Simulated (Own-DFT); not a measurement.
Si₁₂O₂₃ (quartz with two neutral oxygen vacancies, atoms displaced) (calculated)

Computed with Own-DFT development build. A calculation, not a measurement: plane-wave PBE and HSE06 DFT by an unreviewed code, no spin, of a simulated cell at Gamma alone, so results move with cell size and shape, stress positive in tension, energies less offsets, not probed for a lower state with spin; oxygen file: force components 24 meV/angstrom off all-electron in a glass; k mesh not checked against a denser one; forces and stress are PBE's, HSE06 gives the energy alone, and its difference from PBE has offsets of its own; offsets are fitted by least squares, one for each functional and potential file, so energies compare only between cells with the same atoms and settings and are not formation energies; the far tail of each file's local potential was reset to the Coulomb form; each entry is a single point on an unrelaxed cell, so the pressure reflects the starting lattice, mostly measured values (interpolated for alloys), from which strain is counted, and rises with the displacements; printed positions are rounded, which can move forces by about a meV/angstrom; the program, named Own-DFT, is a retired in-house code; no spin-orbit coupling.

Common to all runs: first functional PBE; second functional HSE06; exact exchange share 0.25; screening 0.11 1/bohr; exchange divergence Gygi-Baldereschi; potential files PseudoDojo norm-conserving, scalar-relativistic, made for PBE, standard set; wave cutoff 48 hartree; occupations fixed; k mesh 1 x 1 x 1 centred on Gamma.

```json
{"entry": 1, "formula": "Si12O23", "kind": "quartz with two neutral oxygen vacancies, atoms displaced", "structure": {"cell_angstrom": [[9.8268, 0.0, 0.0], [-4.9134, 8.5103, 0.0], [0.0, 0.0, 10.8104]], "atoms_fractional": [["Si", 0.23071, 0.99638, 0.0008], ["Si", 0.98912, 0.22727, 0.33441], ["Si", 0.26502, 0.26189, 0.16912], ["O", 0.20905, 0.13666, 0.06036], ["O", 0.42196, 0.29006, 0.22717], ["O", 0.37195, 0.0711, 0.39781], ["O", 0.07324, 0.36614, 0.43966], ["O", 0.12747, 0.20413, 0.26975], ["O", 0.28959, 0.42991, 0.10622], ["Si", 0.23313, 0.99888, 0.5], ["Si", 0.99836, 0.23155, 0.83445], ["Si", 0.26563, 0.26299, 0.66525], ["O", 0.21111, 0.13916, 0.56154], ["O", 0.42975, 0.29179, 0.72886], ["O", 0.36642, 0.07459, 0.88818], ["O", 0.12651, 0.20185, 0.77832], ["O", 0.29313, 0.42679, 0.60766], ["Si", 0.23543, 0.50039, 0.99791], ["Si", 0.99701, 0.73605, 0.33444], ["Si", 0.26562, 0.761, 0.1681], ["O", 0.42821, 0.79122, 0.22582], ["O", 0.37247, 0.57795, 0.39371], ["O", 0.07427, 0.87004, 0.44089], ["O", 0.13146, 0.70658, 0.27288], ["O", 0.29033, 0.92267, 0.1024], ["Si", 0.23351, 0.50256, 0.50421], ["Si", 0.9968, 0.73211, 0.83405], ["Si", 0.26832, 0.77112, 0.66936], ["O", 0.20291, 0.63299, 0.553], ["O", 0.42763, 0.79669, 0.72241], ["O", 0.36247, 0.57336, 0.89102], ["O", 0.07404, 0.86822, 0.93887], ["O", 0.13356, 0.70515, 0.77644], ["O", 0.29484, 0.92976, 0.60526], ["Si", 0.73089, 0.00249, 0.00126], ["Si", 0.5039, 0.23541, 0.33216], ["Si", 0.7648, 0.26456, 0.17084], ["O", 0.70603, 0.12822, 0.05856], ["O", 0.92742, 0.28753, 0.2307], ["O", 0.86499, 0.06888, 0.38885], ["O", 0.56973, 0.36641, 0.44293], ["O", 0.63035, 0.20757, 0.27504], ["O", 0.7831, 0.42279, 0.10594], ["Si", 0.73672, 0.00053, 0.49194], ["Si", 0.49515, 0.23371, 0.82867], ["Si", 0.76352, 0.26348, 0.6682], ["O", 0.70608, 0.13551, 0.55945], ["O", 0.9217, 0.29279, 0.72798], ["O", 0.86671, 0.0749, 0.89308], ["O", 0.57038, 0.36337, 0.94166], ["O", 0.63071, 0.20727, 0.77732], ["O", 0.79452, 0.4246, 0.60986], ["Si", 0.73436, 0.50014, 0.00493], ["Si", 0.50132, 0.73126, 0.33416], ["Si", 0.76458, 0.7591, 0.16638], ["O", 0.71133, 0.63411, 0.05814], ["O", 0.92778, 0.78908, 0.2233], ["O", 0.86578, 0.57205, 0.39221], ["O", 0.57763, 0.86765, 0.43846], ["O", 0.63294, 0.70834, 0.27339], ["O", 0.79383, 0.92402, 0.10282], ["Si", 0.72993, 0.50259, 0.49913], ["Si", 0.50107, 0.73342, 0.83297], ["Si", 0.75928, 0.76425, 0.66785], ["O", 0.70981, 0.63445, 0.56272], ["O", 0.9304, 0.79734, 0.72445], ["O", 0.85867, 0.56691, 0.89379], ["O", 0.5713, 0.86879, 0.94102], ["O", 0.63342, 0.70686, 0.77113], ["O", 0.79346, 0.92558, 0.60857]]}, "results": {"PBE_energy_of_cell_above_offsets [eV]": "-20.727", "HSE06_less_PBE_above_offsets [eV]": "0.003", "PBE_pressure [GPa]": 7.74, "PBE_stress_xx [GPa]": -9.6, "PBE_stress_yy [GPa]": -6.77, "PBE_stress_zz [GPa]": -6.86, "PBE_stress_yz [GPa]": 1.34, "PBE_stress_xz [GPa]": -0.01, "PBE_stress_xy [GPa]": 0.39, "force_element": ["Si", "Si", "Si", "O", "O", "O", "O", "O", "O", "Si", "Si", "Si", "O", "O", "O", "O", "O", "Si", "Si", "Si", "O", "O", "O", "O", "O", "Si", "Si", "Si", "O", "O", "O", "O", "O", "O", "Si", "Si", "Si", "O", "O", "O", "O", "O", "O", "Si", "Si", "Si", "O", "O", "O", "O", "O", "O", "Si", "Si", "Si", "O", "O", "O", "O", "O", "O", "Si", "Si", "Si", "O", "O", "O", "O", "O", "O"], "force_x [eV/angstrom]": [0.987, 5.02, -2.743, 0.203, 2.372, 0.06, -0.13, -0.4, 1.93, 0.6, -1.22, -0.952, 0.216, -4.012, -1.385, 3.909, 0.369, -4.207, 1.567, 0.067, 0.715, -1.323, -1.221, -0.357, 0.933, 1.356, -0.442, -1.503, -1.397, 2.215, 1.477, -1.196, 0.363, 0.258, 3.65, -3.943, 0.405, -2.816, -3.746, 0.221, -0.478, 3.171, 2.67, -0.781, 2.713, -1.361, 0.838, 1.973, -1.016, -0.059, 1.722, -1.673, -1.546, -1.371, -1.179, -1.528, -0.4, -0.552, -1.0, 2.238, 0.228, 3.087, -1.527, 3.27, -1.139, -0.656, 1.125, -0.44, -1.165, -1.067], "force_y [eV/angstrom]": [2.452, 2.966, 1.588, -1.137, 0.473, 0.617, -0.633, -0.414, -1.819, 1.688, 3.859, 1.538, -2.408, 1.707, -2.193, 0.007, 0.092, -0.408, -0.156, -1.73, 0.66, -2.825, -0.991, -0.139, -0.407, -1.469, -0.246, -1.912, 2.959, -0.15, 0.775, -1.254, 0.003, -0.216, -2.905, -0.201, -0.345, 4.491, 1.309, -1.85, -0.48, -0.57, -1.755, 0.262, 0.215, -0.355, -1.602, 0.155, -1.861, 0.467, -0.372, 1.987, -1.947, 1.98, 2.196, 0.807, 0.506, -0.404, -0.847, -0.585, -0.511, -1.571, 1.254, 1.278, 0.218, -0.454, 1.261, -1.217, -1.071, 1.634], "force_z [eV/angstrom]": [-1.427, 1.198, -1.373, -0.876, 1.168, -0.763, -0.168, 0.925, 1.922, 0.17, 1.384, 3.418, -2.285, -4.056, 1.627, -2.733, 0.583, 0.455, 0.075, -2.612, 0.553, 1.95, -0.622, 0.747, 1.225, -2.451, -0.197, -1.519, 2.431, 1.244, -1.464, -0.378, -0.301, 0.841, -1.746, 2.232, -1.937, 3.34, -3.192, 0.0, -0.747, -1.199, 3.168, 4.825, 4.433, 0.491, -1.525, 0.846, 1.139, 0.243, -1.084, -1.864, -3.983, -0.672, -0.304, 0.437, -0.22, 0.327, -0.432, -0.713, 0.621, 1.313, 0.178, -0.544, -0.408, 0.093, -0.879, -1.023, 1.819, -1.723]}}
{"entry": 2, "formula": "Si12O23", "kind": "quartz with two neutral oxygen vacancies, atoms displaced", "structure": {"cell_angstrom": [[9.8268, 0.0, 0.0], [-4.9134, 8.5103, 0.0], [0.0, 0.0, 10.8104]], "atoms_fractional": [["Si", 0.23622, 0.99891, 0.00326], ["Si", 0.99882, 0.23643, 0.33341], ["Si", 0.27012, 0.26204, 0.16307], ["O", 0.20577, 0.13304, 0.05843], ["O", 0.42235, 0.28764, 0.22538], ["O", 0.36418, 0.06916, 0.38981], ["O", 0.07655, 0.36699, 0.43977], ["O", 0.13997, 0.2123, 0.27737], ["O", 0.29231, 0.42712, 0.10916], ["Si", 0.2376, 0.0071, 0.50191], ["Si", 0.99603, 0.22848, 0.83324], ["Si", 0.26503, 0.2694, 0.66706], ["O", 0.20311, 0.13009, 0.5618], ["O", 0.43216, 0.29914, 0.73455], ["O", 0.36594, 0.08016, 0.89287], ["O", 0.06798, 0.36887, 0.94263], ["O", 0.13305, 0.20053, 0.76949], ["O", 0.28717, 0.4252, 0.61325], ["Si", 0.23485, 0.49451, 0.00167], ["Si", 0.99975, 0.7348, 0.33229], ["Si", 0.26227, 0.76516, 0.16478], ["O", 0.21103, 0.63661, 0.05859], ["O", 0.42649, 0.78668, 0.22429], ["O", 0.36284, 0.57332, 0.39656], ["O", 0.06964, 0.86776, 0.44151], ["O", 0.13354, 0.71041, 0.27363], ["O", 0.29547, 0.9263, 0.1033], ["Si", 0.23558, 0.49724, 0.5012], ["Si", 0.99233, 0.72913, 0.8365], ["Si", 0.2604, 0.75815, 0.66775], ["O", 0.20465, 0.63098, 0.56281], ["O", 0.42114, 0.79421, 0.72575], ["O", 0.36154, 0.57248, 0.8929], ["O", 0.07237, 0.86098, 0.93495], ["O", 0.12973, 0.70021, 0.7761], ["O", 0.29125, 0.92494, 0.61179], ["Si", 0.73428, 0.00293, 0.00299], ["Si", 0.49468, 0.23124, 0.33268], ["Si", 0.76256, 0.26595, 0.16569], ["O", 0.70302, 0.13609, 0.05555], ["O", 0.91937, 0.28561, 0.22809], ["O", 0.86548, 0.07507, 0.40022], ["O", 0.57343, 0.36826, 0.4456], ["O", 0.63157, 0.20554, 0.27412], ["O", 0.8009, 0.43706, 0.1066], ["Si", 0.73897, 0.99989, 0.50276], ["Si", 0.49849, 0.23133, 0.83064], ["Si", 0.76644, 0.26799, 0.66792], ["O", 0.69905, 0.13245, 0.56292], ["O", 0.86638, 0.06973, 0.88946], ["O", 0.56959, 0.36515, 0.93608], ["O", 0.62986, 0.20582, 0.77401], ["Si", 0.7282, 0.49491, 0.00284], ["Si", 0.5026, 0.73463, 0.3359], ["Si", 0.76871, 0.76116, 0.16328], ["O", 0.70618, 0.6387, 0.05977], ["O", 0.93206, 0.79088, 0.22599], ["O", 0.86224, 0.56822, 0.39505], ["O", 0.56834, 0.86267, 0.44407], ["O", 0.63237, 0.70379, 0.2748], ["O", 0.79944, 0.92433, 0.10389], ["Si", 0.73985, 0.49788, 0.50207], ["Si", 0.50261, 0.73652, 0.83735], ["Si", 0.7625, 0.7613, 0.66679], ["O", 0.70036, 0.6318, 0.56398], ["O", 0.92215, 0.78601, 0.72594], ["O", 0.86622, 0.57293, 0.8956], ["O", 0.57498, 0.86456, 0.93779], ["O", 0.63104, 0.70419, 0.77614], ["O", 0.79222, 0.92541, 0.60582]]}, "results": {"PBE_energy_of_cell_above_offsets [eV]": "-21.484", "HSE06_less_PBE_above_offsets [eV]": "0.104", "PBE_pressure [GPa]": 6.78, "PBE_stress_xx [GPa]": -5.44, "PBE_stress_yy [GPa]": -7.15, "PBE_stress_zz [GPa]": -7.74, "PBE_stress_yz [GPa]": -0.27, "PBE_stress_xz [GPa]": 0.56, "PBE_stress_xy [GPa]": -0.21, "force_element": ["Si", "Si", "Si", "O", "O", "O", "O", "O", "O", "Si", "Si", "Si", "O", "O", "O", "O", "O", "O", "Si", "Si", "Si", "O", "O", "O", "O", "O", "O", "Si", "Si", "Si", "O", "O", "O", "O", "O", "O", "Si", "Si", "Si", "O", "O", "O", "O", "O", "O", "Si", "Si", "Si", "O", "O", "O", "O", "Si", "Si", "Si", "O", "O", "O", "O", "O", "O", "Si", "Si", "Si", "O", "O", "O", "O", "O", "O"], "force_x [eV/angstrom]": [-1.339, 1.52, -4.015, -0.35, 2.265, -0.217, -0.943, -0.127, 1.249, 1.164, -0.788, 3.136, -1.032, -3.541, -0.75, -0.001, -1.721, -0.145, -1.595, 0.269, 1.99, -0.15, -0.696, 1.284, 0.371, 1.014, 0.698, -1.144, 2.113, -1.558, 0.071, 3.176, 0.788, 0.64, -0.749, -0.789, 1.471, 1.288, -0.367, -0.342, -0.19, 1.649, -1.061, 0.021, 0.831, -4.042, 0.172, 1.147, 0.91, -1.004, 0.369, 1.754, -0.439, -1.096, -1.155, 0.461, -1.939, 1.766, 0.718, 1.768, -0.779, -0.824, -2.265, -0.538, 0.869, 0.186, -1.425, 0.095, 0.68, 1.213], "force_y [eV/angstrom]": [-0.446, -0.993, 0.897, -0.746, 0.832, -0.42, -0.417, -0.248, -0.898, -3.952, 2.975, -1.806, 2.388, 0.758, -2.515, -1.441, -0.368, 1.682, 1.781, -0.287, -0.81, -0.958, 0.395, 0.367, 0.185, -0.462, 0.327, 1.162, 0.297, 1.4, -1.649, -0.131, 0.085, 3.105, -0.278, 0.891, -1.436, 1.717, 0.683, 0.427, 0.559, 1.279, -1.965, 0.042, -1.78, -0.304, 0.786, 1.797, -1.196, -2.096, 1.034, -0.431, 1.493, -0.331, 1.936, -3.344, 0.512, 1.718, 1.205, 0.185, 1.217, -1.233, -1.757, 1.056, -2.069, 0.392, -2.531, 2.521, -0.032, -0.757], "force_z [eV/angstrom]": [-3.593, 0.585, 1.099, -0.592, 0.367, 0.327, 0.092, -0.613, 0.895, 0.026, -1.992, 0.761, 0.865, -3.498, 1.432, -0.776, 1.791, -0.734, -0.678, 3.002, 1.083, -0.52, -0.15, -1.101, -0.063, -0.219, 1.193, 0.914, -2.856, 0.768, -1.61, 2.021, -0.399, 2.96, 0.237, -1.188, -1.325, 1.805, 0.044, 0.37, -0.825, -2.288, -1.826, -0.367, 1.684, 0.536, 1.234, 0.064, -0.945, 1.883, 1.772, -0.474, -2.2, -0.329, 3.541, -2.649, -1.902, -2.181, 0.588, -0.975, -0.187, 3.745, -3.122, 1.146, -1.94, -0.059, 1.412, 2.61, -0.345, 1.667]}}
{"entry": 3, "formula": "Si12O23", "kind": "quartz with two neutral oxygen vacancies, atoms displaced", "structure": {"cell_angstrom": [[9.8268, 0.0, 0.0], [-4.9134, 8.5103, 0.0], [0.0, 0.0, 10.8104]], "atoms_fractional": [["Si", 0.23928, 0.00033, 0.99927], ["Si", 0.00128, 0.2311, 0.33722], ["Si", 0.26253, 0.26999, 0.16101], ["O", 0.20434, 0.13614, 0.05812], ["O", 0.42505, 0.29141, 0.22468], ["O", 0.36728, 0.07372, 0.39018], ["O", 0.07305, 0.365, 0.44103], ["O", 0.13649, 0.2089, 0.27426], ["O", 0.2988, 0.43141, 0.1083], ["Si", 0.23641, 0.00271, 0.50119], ["Si", 0.99314, 0.23346, 0.83068], ["Si", 0.26481, 0.262, 0.67066], ["O", 0.2038, 0.13002, 0.56119], ["O", 0.42875, 0.29708, 0.72471], ["O", 0.07394, 0.37405, 0.94392], ["O", 0.12945, 0.20207, 0.77302], ["O", 0.29238, 0.42555, 0.60783], ["Si", 0.2395, 0.50266, 0.00323], ["Si", 0.99495, 0.73157, 0.33533], ["Si", 0.26719, 0.76855, 0.16826], ["O", 0.20689, 0.63397, 0.05614], ["O", 0.42336, 0.79257, 0.22777], ["O", 0.36783, 0.57496, 0.39449], ["O", 0.07268, 0.86353, 0.43708], ["O", 0.13412, 0.71016, 0.26907], ["O", 0.29166, 0.92295, 0.10275], ["Si", 0.23718, 0.50364, 0.49344], ["Si", 0.998, 0.72949, 0.83632], ["Si", 0.26861, 0.76879, 0.67112], ["O", 0.20712, 0.63507, 0.56302], ["O", 0.42872, 0.79243, 0.72711], ["O", 0.36883, 0.57362, 0.89435], ["O", 0.13884, 0.70604, 0.77657], ["O", 0.29509, 0.92503, 0.60687], ["Si", 0.73876, 0.00277, 0.99394], ["Si", 0.50303, 0.24086, 0.3372], ["Si", 0.76379, 0.26195, 0.16469], ["O", 0.70544, 0.13628, 0.06033], ["O", 0.92821, 0.29336, 0.22808], ["O", 0.86756, 0.07053, 0.3926], ["O", 0.57478, 0.36735, 0.44177], ["O", 0.63288, 0.20789, 0.27163], ["O", 0.79431, 0.42909, 0.10492], ["Si", 0.73147, 0.00088, 0.50141], ["Si", 0.49831, 0.23201, 0.83334], ["Si", 0.76597, 0.26461, 0.66176], ["O", 0.70397, 0.13014, 0.55563], ["O", 0.92258, 0.28887, 0.72876], ["O", 0.86464, 0.06979, 0.89023], ["O", 0.57518, 0.36606, 0.9404], ["O", 0.63823, 0.20486, 0.77465], ["O", 0.79054, 0.42633, 0.60367], ["Si", 0.73022, 0.50009, 0.99648], ["Si", 0.50728, 0.74147, 0.33154], ["Si", 0.76598, 0.76704, 0.16701], ["O", 0.70553, 0.62763, 0.06073], ["O", 0.92543, 0.7852, 0.22726], ["O", 0.87029, 0.57775, 0.40128], ["O", 0.57218, 0.86621, 0.43944], ["O", 0.6333, 0.70751, 0.27783], ["O", 0.79612, 0.93041, 0.11171], ["Si", 0.73616, 0.49673, 0.49562], ["Si", 0.49227, 0.72503, 0.8323], ["Si", 0.76745, 0.769, 0.66959], ["O", 0.70146, 0.63284, 0.55638], ["O", 0.93131, 0.79653, 0.72113], ["O", 0.86634, 0.57769, 0.89257], ["O", 0.57598, 0.86293, 0.94207], ["O", 0.63682, 0.70513, 0.76969], ["O", 0.79226, 0.9245, 0.61517]]}, "results": {"PBE_energy_of_cell_above_offsets [eV]": "-21.055", "HSE06_less_PBE_above_offsets [eV]": "0.054", "PBE_pressure [GPa]": 7.07, "PBE_stress_xx [GPa]": -6.73, "PBE_stress_yy [GPa]": -8.01, "PBE_stress_zz [GPa]": -6.47, "PBE_stress_yz [GPa]": 1.77, "PBE_stress_xz [GPa]": 0.86, "PBE_stress_xy [GPa]": -0.58, "force_element": ["Si", "Si", "Si", "O", "O", "O", "O", "O", "O", "Si", "Si", "Si", "O", "O", "O", "O", "O", "Si", "Si", "Si", "O", "O", "O", "O", "O", "O", "Si", "Si", "Si", "O", "O", "O", "O", "O", "Si", "Si", "Si", "O", "O", "O", "O", "O", "O", "Si", "Si", "Si", "O", "O", "O", "O", "O", "O", "Si", "Si", "Si", "O", "O", "O", "O", "O", "O", "Si", "Si", "Si", "O", "O", "O", "O", "O", "O"], "force_x [eV/angstrom]": [-1.253, -0.625, 2.198, 0.083, -0.177, -0.22, -0.422, 0.241, -0.147, 0.456, 3.41, -1.429, -0.545, 1.373, -0.279, -0.853, -0.33, -1.24, 2.565, -0.388, -0.333, 1.652, 1.678, 0.483, -1.245, 0.606, -0.686, 1.636, -0.075, 0.243, 0.429, -0.437, -1.186, -0.408, -1.653, -0.667, 0.258, 0.946, -0.08, -0.723, -0.903, -0.255, 0.206, 3.439, -0.627, -0.983, -1.54, -1.295, 1.106, -1.306, -0.477, 1.328, 2.645, -2.707, 0.287, -1.865, -1.639, 1.365, -0.136, 2.544, -0.512, -2.803, 3.313, 1.514, 0.817, 1.863, -0.716, -0.469, -2.794, -2.258], "force_y [eV/angstrom]": [0.793, 1.057, -1.957, -1.106, 0.293, -0.301, 0.216, -0.158, 1.749, -1.786, 1.306, 1.077, 0.683, 0.051, -2.189, -0.139, 0.03, -0.275, 0.705, -1.992, 1.505, 0.534, 1.591, 1.889, -0.749, 1.023, -0.767, 5.257, -1.378, -0.468, 0.57, -2.651, -0.546, 1.435, -0.989, -1.746, 2.819, -2.609, -0.256, -1.443, -0.151, -0.124, -0.381, -2.463, -2.073, 0.019, 2.148, 1.095, 0.518, -0.895, 0.042, -0.955, -0.771, -1.823, -1.233, 2.658, 0.608, -0.773, 0.984, -0.238, 0.804, 2.467, 3.571, -3.153, -0.006, -0.325, -2.606, -0.836, -1.068, 3.884], "force_z [eV/angstrom]": [-3.943, -1.754, 2.875, -0.921, 0.087, 0.84, 0.383, -0.199, -0.314, -1.295, 2.798, -1.784, 0.447, 0.578, -1.721, 0.941, -0.514, -0.946, -0.88, -1.556, 1.251, 0.309, -2.326, 1.613, 1.448, 0.728, 4.006, -1.289, -1.509, -0.585, -0.093, 0.863, 1.065, -0.367, 3.5, -3.041, 1.369, -2.529, 0.055, 1.201, 0.311, 0.767, 0.011, -0.391, 1.179, 0.737, 1.12, -2.204, -1.104, -0.897, -0.197, 1.289, 1.535, 0.828, 0.052, 1.383, -1.467, -1.805, 1.0, -1.655, -1.204, 3.037, -0.614, -2.32, 0.285, 1.536, 0.653, -0.754, 2.874, -2.78]}}
```
